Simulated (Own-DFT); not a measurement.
# Energy and forces against displacement in beta-Si3N4, 42 atoms (N24Si18)

These are calculations, not measurements. The program, named Own-DFT, is a retired in-house plane-wave density functional code that no person has reviewed. Each row is one single-point run on a periodic cell that was not relaxed, without spin or spin-orbit coupling.

Settings of every run: PBE; PseudoDojo norm-conserving scalar-relativistic files; cutoff 42 hartree; 3 x 3 x 3 k mesh centred on Gamma; Fermi-Dirac smearing of 0.1 eV.

Known limits, some of them of some rows only: some atoms lie very close together; forces on such cells passed a denser k mesh, each cell not checked; stress not checked against mesh or cutoff.

Cell vectors in Å: (7.606, 0.000, 0.000); (-3.803, 6.587, 0.000); (0.000, 0.000, 8.727). In each run every atom was moved at random and independently from its ideal site; u is the rms move along one axis. E is the free energy for each atom above the fitted value at u = 0, and F the rms of the force components.

| run | u (Å) | E (meV/atom) | F (eV/Å) | largest force (eV/Å) | P (GPa) |
|---|---|---|---|---|---|
| 1 | 0.0192 | 15.3 | 0.795 | 2.72 | 5.52 |
| 2 | 0.0194 | 17.7 | 0.845 | 2.79 | 5.46 |
| 3 | 0.0209 | 24.9 | 0.995 | 3.35 | 5.76 |
| 4 | 0.0457 | 76.6 | 1.585 | 5.40 | 7.27 |
| 5 | 0.0482 | 102.6 | 1.858 | 8.09 | 7.70 |
| 6 | 0.0564 | 138.5 | 2.153 | 6.22 | 9.12 |
| 7 | 0.0901 | 414.9 | 4.503 | 20.31 | 15.81 |
| 8 | 0.1040 | ? | ? | ? | ? |
| 9 | 0.1047 | 541.2 | 5.517 | 31.99 | 20.25 |
| 10 | 0.1420 | 823.9 | 6.675 | 32.09 | 24.94 |

## Worked fit

For small independent moves the energy grows as E = (3/2) K u², with K the mean stiffness felt by one atom. The runs with u up to 0.11 Å give K = 30.7 ± 1.8 eV/Å², with residuals divided by u² + 0.0006 Å², since the noise grows with the moves. The scatter is 13.6 meV/atom at u = 0.05 Å. The forces follow F = G u with G = 43.7 eV/Å²; no force at u = 0 is resolved. G exceeds K because the moves of its neighbours add to the force on an atom, and stiffness differs between atoms. At u = 0.142 Å the parabola gives 929 meV/atom and the run 824. The pressure follows P = 4.80 + 1382 u² GPa: at fixed volume, shortened bonds push harder than stretched ones pull.

## Withheld run

Question: what energy and rms force should run 8 give?

The fit gives 498 ± 58 meV/atom and about 4.54 eV/Å. The calculation gave 561.0 meV/atom and 5.327 eV/Å.
